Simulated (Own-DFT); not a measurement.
GaN (wurtzite, strained, atoms displaced) (calculated)

All values are calculated (Own-DFT development build). A calculation, not a measurement: plane-wave PBE density functional theory by an unreviewed code, no spin, of a simulated periodic cell, stress positive in tension, free energy of the whole cell less one offset for each atom, forces on such cells passed a denser k mesh, this cell's mesh not checked; offsets are fitted by least squares, one for each functional and potential file, so energies compare only between cells with the same atoms and settings and are not formation energies; the far tail of each file's local potential was reset to the Coulomb form; each entry is a single point on an unrelaxed cell, so the pressure reflects the starting lattice, mostly measured values (interpolated for alloys), from which strain is counted, and rises with the displacements; printed positions are rounded, which can move forces by about a meV/angstrom; the program, named Own-DFT, is a retired in-house code; no spin-orbit coupling.

Settings shared by all entries: functional PBE; potential files PseudoDojo norm-conserving, scalar-relativistic, standard set with the stringent files for Ga; wave cutoff 96 hartree; occupations Gaussian; smearing width 0.01 eV; k mesh 3 x 4 x 3 centred on Gamma.

(1) GaN (wurtzite, strained, atoms displaced)

```
GaN
1.0
     12.7560     0.0000     0.0000
     -4.7835     8.2853     0.0000
      0.0000     0.0000    10.2404
Ga N Ga N Ga N Ga N Ga N Ga N Ga N Ga N Ga N Ga N Ga N Ga N Ga N Ga N Ga N Ga N Ga N Ga N Ga N Ga N Ga N Ga N Ga N Ga N
2 2 2 2 2 2 2 2 2 2 2 2 2 2 2 2 2 2 2 2 2 2 2 2 2 2 2 2 2 2 2 2 2 2 2 2 2 2 2 2 2 2 2 2 2 2 2 2
Direct
  0.08687 0.23956 0.99306
  0.16846 0.11024 0.24288
  0.08129 0.21872 0.18117
  0.17044 0.12043 0.44616
  0.08006 0.21493 0.50461
  0.16354 0.10754 0.75606
  0.07703 0.21051 0.68866
  0.16259 0.11814 0.93717
  0.08425 0.54104 0.99637
  0.15847 0.43294 0.23952
  0.08912 0.56647 0.18383
  0.17610 0.45048 0.43685
  0.07149 0.54159 0.49272
  0.17424 0.44502 0.75337
  0.07718 0.54974 0.69057
  0.16933 0.44278 0.93779
  0.07275 0.88798 0.00256
  0.17027 0.78445 0.25725
  0.08370 0.89889 0.19843
  0.16114 0.77204 0.42907
  0.08321 0.89235 0.49526
  0.16699 0.77897 0.75312
  0.08464 0.88725 0.68929
  0.16438 0.77330 0.94785
  0.32620 0.21874 0.00260
  0.41417 0.10492 0.25536
  0.33605 0.22761 0.19171
  0.42100 0.11879 0.43246
  0.33725 0.22464 0.50062
  0.41724 0.12148 0.74345
  0.33599 0.22187 0.69248
  0.41927 0.11252 0.94306
  0.33368 0.55107 0.00216
  0.42587 0.45132 0.24814
  0.32944 0.55445 0.18431
  0.41810 0.44572 0.43852
  0.33176 0.55798 0.50200
  0.41975 0.44649 0.75436
  0.33830 0.56183 0.69817
  0.42099 0.45414 0.92774
  0.33705 0.88268 0.01387
  0.41852 0.77175 0.25182
  0.33112 0.89282 0.18756
  0.41179 0.76571 0.44745
  0.32866 0.88494 0.49998
  0.41405 0.77256 0.75043
  0.33154 0.88868 0.68829
  0.40576 0.77157 0.94423
  0.57641 0.22513 0.00243
  0.66071 0.10259 0.25068
  0.58653 0.21333 0.19688
  0.66306 0.11741 0.43506
  0.57707 0.22443 0.50536
  0.67038 0.10974 0.74178
  0.58475 0.23032 0.69582
  0.66868 0.10764 0.94438
  0.58621 0.56058 0.99911
  0.66381 0.43825 0.25566
  0.58269 0.55059 0.18698
  0.66676 0.44196 0.43920
  0.58652 0.55691 0.50765
  0.66807 0.44195 0.74966
  0.58560 0.55315 0.68655
  0.65954 0.44167 0.93785
  0.58074 0.88566 0.99662
  0.66478 0.77803 0.23680
  0.58279 0.88961 0.18464
  0.66612 0.77603 0.44100
  0.57902 0.87037 0.50429
  0.66177 0.78345 0.75044
  0.57878 0.88853 0.69128
  0.66944 0.78426 0.93367
  0.82974 0.21996 0.99607
  0.91434 0.11222 0.24946
  0.83735 0.21621 0.19485
  0.91169 0.10515 0.43118
  0.83855 0.22878 0.50802
  0.92253 0.11366 0.74899
  0.83256 0.21603 0.69324
  0.91478 0.10980 0.93037
  0.83928 0.56206 0.99316
  0.91876 0.44770 0.24784
  0.82835 0.56056 0.19070
  0.91688 0.43185 0.43809
  0.83652 0.55932 0.48759
  0.91538 0.44274 0.75681
  0.83890 0.55464 0.68308
  0.91715 0.44474 0.94146
  0.83543 0.89323 0.99342
  0.92081 0.78062 0.24593
  0.83753 0.88580 0.19581
  0.91456 0.78464 0.43663
  0.83195 0.89087 0.50100
  0.91215 0.76568 0.75575
  0.82607 0.88338 0.68032
  0.91233 0.77047 0.93176
```

- free energy of cell above offsets: -2.892 eV
- pressure: 9.91 GPa
- stress xx: -7.64 GPa
- stress yy: -8.28 GPa
- stress zz: -13.81 GPa
- stress yz: 0.09 GPa
- stress xz: 0.07 GPa
- stress xy: -0.2 GPa

Force:
```tsv
element	x (eV/Å)	y (eV/Å)	z (eV/Å)
Ga	-0.454	-3.813	1.01
Ga	-0.556	2.192	1.749
N	0.003	-0.273	0.136
N	0.483	-1.079	-1.381
Ga	-0.405	1.044	-1.424
Ga	0.723	-0.308	-1.722
N	1.532	1.994	0.347
N	0.344	-0.859	1.209
Ga	-1.553	2.526	0.461
Ga	0.578	1.485	1.722
N	-0.417	-1.204	0.611
N	-2.325	-1.683	-0.295
Ga	2.929	1.717	1.422
Ga	-1.573	-0.215	-1.629
N	1.382	0.17	-0.293
N	0.37	1.452	-0.603
Ga	2.169	0.248	0.05
Ga	-0.275	-0.453	-3.475
N	0.958	-1.703	-1.853
N	0.042	0.135	3.621
Ga	-0.09	-0.046	0.675
Ga	-0.009	-0.531	0.45
N	-0.73	-0.019	0.02
N	-0.375	0.414	-0.552
Ga	1.417	0.464	-0.527
Ga	0.395	1.176	-1.969
N	0.173	-0.353	-0.385
N	-0.941	-1.513	2.286
Ga	-0.755	0.376	-0.053
Ga	1.481	-2.007	2.066
N	-2.03	0.913	-0.652
N	-1.733	-0.903	-0.681
Ga	0.351	0.578	-0.654
Ga	-1.991	-0.823	0.852
N	0.788	-0.321	1.002
N	0.228	0.418	0.351
Ga	1.108	-1.868	0.688
Ga	0.375	-0.244	-2.683
N	-0.005	-1.723	-1.476
N	-0.051	-0.907	3.731
Ga	-2.198	1.148	-2.916
Ga	-0.994	0.178	0.294
N	1.004	-0.589	2.899
N	-0.184	2.478	-1.567
Ga	0.208	0.137	-0.096
Ga	-0.991	1.887	0.929
N	0.338	0.377	0.014
N	2.238	-0.055	-1.025
Ga	1.928	-0.346	0.592
Ga	1.832	0.769	0.538
N	-2.251	1.334	-1.46
N	0.841	-1.062	2.04
Ga	1.905	-0.16	-0.431
Ga	-1.501	0.092	1.563
N	0.676	-1.742	-1.076
N	-1.624	0.23	-1.316
Ga	-0.216	-0.237	-0.523
Ga	0.193	-0.161	-0.898
N	0.641	0.893	-0.394
N	-0.159	0.596	0.671
Ga	-0.272	-0.171	-1.941
Ga	0.145	1.507	0.083
N	-0.48	0.578	1.702
N	1.548	0.882	0.201
Ga	-0.621	0.313	-0.27
Ga	1.093	-0.109	1.823
N	-0.14	-1.043	0.211
N	0.146	-0.419	-1.312
Ga	-0.781	2.245	-0.791
Ga	1.492	-0.89	-0.948
N	-0.139	-0.073	-0.073
N	-0.045	-0.66	1.183
Ga	0.593	-0.089	1.275
Ga	1.61	-1.04	-0.29
N	-2.355	1.448	-1.761
N	0.491	1.131	2.031
Ga	-0.976	-2.648	-1.243
Ga	-1.599	-1.825	-0.555
N	0.404	1.03	-0.188
N	0.507	0.739	1.46
Ga	-1.323	-2.129	1.728
Ga	-0.168	-0.577	-0.714
N	1.454	-0.693	-0.634
N	-2.067	1.484	-1.181
Ga	-0.033	-0.169	1.06
Ga	0.224	-0.192	-1.186
N	-0.852	-0.661	0.187
N	0.095	-0.47	0.302
Ga	-0.137	-0.121	1.163
Ga	-0.765	-0.482	1.191
N	-1.541	0.561	-2.163
N	1.179	-0.746	-0.04
Ga	-0.197	-0.217	-1.187
Ga	-0.129	1.374	-3.597
N	0.798	0.366	2.513
N	-0.409	1.542	1.971
```

(2) GaN (wurtzite, strained, atoms displaced)

```
GaN
1.0
     12.7560     0.0000     0.0000
     -4.7835     8.2853     0.0000
      0.0000     0.0000    10.2404
Ga N Ga N Ga N Ga N Ga N Ga N Ga N Ga N Ga N Ga N Ga N Ga N Ga N Ga N Ga N Ga N Ga N Ga N Ga N Ga N Ga N Ga N Ga N Ga N
2 2 2 2 2 2 2 2 2 2 2 2 2 2 2 2 2 2 2 2 2 2 2 2 2 2 2 2 2 2 2 2 2 2 2 2 2 2 2 2 2 2 2 2 2 2 2 2
Direct
  0.09155 0.23672 0.00654
  0.16641 0.11024 0.23819
  0.08230 0.22107 0.19308
  0.16549 0.10523 0.43657
  0.08816 0.22463 0.49788
  0.16126 0.10172 0.74665
  0.07813 0.21363 0.68776
  0.16371 0.09985 0.93968
  0.09228 0.56739 0.00387
  0.16557 0.43428 0.24323
  0.07568 0.55653 0.19655
  0.15879 0.44441 0.43114
  0.08442 0.55882 0.49812
  0.16197 0.44581 0.74489
  0.07868 0.55029 0.68247
  0.17483 0.44678 0.93573
  0.08300 0.88604 0.99672
  0.16395 0.77997 0.24423
  0.08670 0.88300 0.18728
  0.15022 0.77168 0.44524
  0.09413 0.89513 0.48896
  0.16678 0.76976 0.75342
  0.08053 0.87841 0.68527
  0.16755 0.77391 0.94477
  0.33857 0.23070 0.00002
  0.41290 0.11063 0.25266
  0.32782 0.21991 0.19677
  0.41343 0.10444 0.44180
  0.33670 0.22463 0.50068
  0.41373 0.09712 0.75140
  0.34242 0.22600 0.69046
  0.41828 0.11017 0.93348
  0.32922 0.55894 0.99136
  0.41232 0.42778 0.25504
  0.32717 0.53669 0.18330
  0.40942 0.43834 0.42804
  0.33899 0.56352 0.50630
  0.41757 0.43621 0.75485
  0.32461 0.54214 0.69134
  0.41904 0.44393 0.94301
  0.32423 0.88162 0.00117
  0.42305 0.79076 0.24932
  0.33577 0.88425 0.18803
  0.41980 0.78229 0.43715
  0.33514 0.88678 0.50177
  0.41603 0.77867 0.75505
  0.34334 0.89734 0.68444
  0.41721 0.78084 0.94076
  0.58136 0.21845 0.00563
  0.66735 0.10929 0.24873
  0.57832 0.21854 0.18854
  0.67280 0.11462 0.43622
  0.58126 0.22308 0.50032
  0.65394 0.10674 0.75450
  0.57729 0.22388 0.68507
  0.66385 0.11144 0.94858
  0.58057 0.55471 0.99741
  0.66047 0.44380 0.25077
  0.58532 0.56039 0.19090
  0.67444 0.43210 0.44124
  0.58027 0.55157 0.51097
  0.66653 0.44700 0.74296
  0.58092 0.55026 0.68146
  0.65652 0.44437 0.93450
  0.58624 0.89629 0.99565
  0.66217 0.77844 0.24131
  0.58826 0.88966 0.18822
  0.66912 0.77415 0.44140
  0.57482 0.88319 0.49857
  0.66829 0.78060 0.75203
  0.58639 0.89005 0.68548
  0.66726 0.77351 0.94044
  0.83937 0.22559 0.99415
  0.91786 0.11618 0.25571
  0.82345 0.21718 0.19457
  0.91358 0.10427 0.43689
  0.82196 0.21060 0.50054
  0.91748 0.12074 0.75308
  0.83184 0.21508 0.69192
  0.92258 0.10855 0.94239
  0.83273 0.55975 0.99799
  0.91733 0.45137 0.25347
  0.82782 0.55147 0.18892
  0.91289 0.43615 0.43490
  0.83616 0.55513 0.49688
  0.91797 0.45466 0.75491
  0.83336 0.56522 0.68977
  0.92000 0.44529 0.93698
  0.82930 0.88837 0.99938
  0.91841 0.77330 0.25362
  0.84161 0.89219 0.19039
  0.91767 0.77528 0.43868
  0.83051 0.89043 0.50127
  0.91345 0.77660 0.75325
  0.83811 0.89808 0.68813
  0.92199 0.77656 0.93894
```

- free energy of cell above offsets: -2.572 eV
- pressure: 9.99 GPa
- stress xx: -7.66 GPa
- stress yy: -9.52 GPa
- stress zz: -12.79 GPa
- stress yz: 0.46 GPa
- stress xz: -0.59 GPa
- stress xy: -0.11 GPa

Force:
```tsv
element	x (eV/Å)	y (eV/Å)	z (eV/Å)
Ga	0.044	-2.256	-1.003
Ga	-0.905	-1.16	1.651
N	-0.138	-0.74	-0.823
N	0.29	1.982	-0.658
Ga	-1.033	-0.545	-0.153
Ga	0.535	0.32	0.121
N	0.703	1.248	0.044
N	0.217	2.185	0.097
Ga	-0.78	-2.938	0.801
Ga	-0.758	2.156	1.211
N	2.256	0.029	-1.682
N	1.837	0.289	1.033
Ga	-1.041	-1.537	-0.865
Ga	0.201	-1.674	0.132
N	0.327	0.736	1.304
N	-2.678	-0.162	-0.552
Ga	-0.23	0.048	0.669
Ga	1.832	-1.014	1.869
N	-1.709	1.257	-0.645
N	5.357	-0.61	-2.3
Ga	-4.234	0.202	2.433
Ga	-0.617	0.812	-1.184
N	0.567	0.531	0.557
N	-0.706	0.64	-1.675
Ga	-0.236	-1.954	0.001
Ga	0.486	-0.488	-0.212
N	1.675	-1	-2.067
N	0.076	0.469	-0.536
Ga	-0.738	-0.612	0.196
Ga	-0.625	3.048	-0.041
N	-1.205	-1.536	-0.286
N	-0.594	-0.624	1.729
Ga	2.69	0.234	1.868
Ga	-0.313	2.962	-2.565
N	0.312	1.953	-0.032
N	0.657	0.949	3.909
Ga	-0.881	-1.492	-1.551
Ga	-0.478	0.639	-0.208
N	1.212	1.658	0.182
N	-1.23	0.685	-0.803
Ga	2.038	2.056	0.167
Ga	0.7	-2.469	-0.535
N	-1.473	0.679	0.235
N	-1.227	-1.048	-0.18
Ga	-1.421	-0.346	-0.937
Ga	0.781	-0.624	-0.959
N	-0.854	-3.185	0.605
N	-0.058	0.128	-0.068
Ga	-0.721	0.965	-0.911
Ga	-1.184	0.16	0.477
N	-0.191	0.056	0.943
N	-3.225	-2.295	-0.043
Ga	0.878	-1.185	-0.437
Ga	1.467	1.012	-0.463
N	0.971	-0.351	0.853
N	0.828	0.749	-1.589
Ga	0.307	0.213	1.282
Ga	1.104	-0.026	0.324
N	-0.82	-1.277	-0.56
N	-2.571	1.365	-0.563
Ga	0.573	0.22	-4.791
Ga	0.234	-0.541	0.819
N	-0.642	0.963	3.738
N	2.087	-0.502	0.051
Ga	0.205	-1.428	0.87
Ga	2.599	-0.11	1.935
N	-1.752	0.345	-0.744
N	-1.706	-0.52	-0.587
Ga	2.916	1.478	-0.061
Ga	0.636	-0.035	-0.962
N	-1.057	-0.622	1.026
N	-1.07	0.691	-0.432
Ga	-0.367	-0.527	1.432
Ga	-0.796	-0.839	-1.039
N	2.52	1.572	-1.745
N	0.225	1.161	1.144
Ga	2.9	1.755	0.726
Ga	0.822	-1.304	-0.03
N	-2.186	1.454	0.12
N	-0.609	0.933	-0.073
Ga	-0.324	-1.079	0.425
Ga	-1.207	-1.758	-0.568
N	0.085	0.268	-0.421
N	0.333	0.323	1.711
Ga	0.608	0.338	0.352
Ga	-0.451	-1.339	-1.569
N	0.413	-1.49	-0.269
N	0.063	0.684	1.013
Ga	1.777	0.204	0.897
Ga	-0.758	0.186	-0.479
N	-1.104	-0.297	-0.399
N	-0.16	0.549	0.448
Ga	1.259	-0.492	-0.363
Ga	0.264	1.326	-0.907
N	-0.45	-0.897	1.004
N	-1.356	0.066	0.124
```
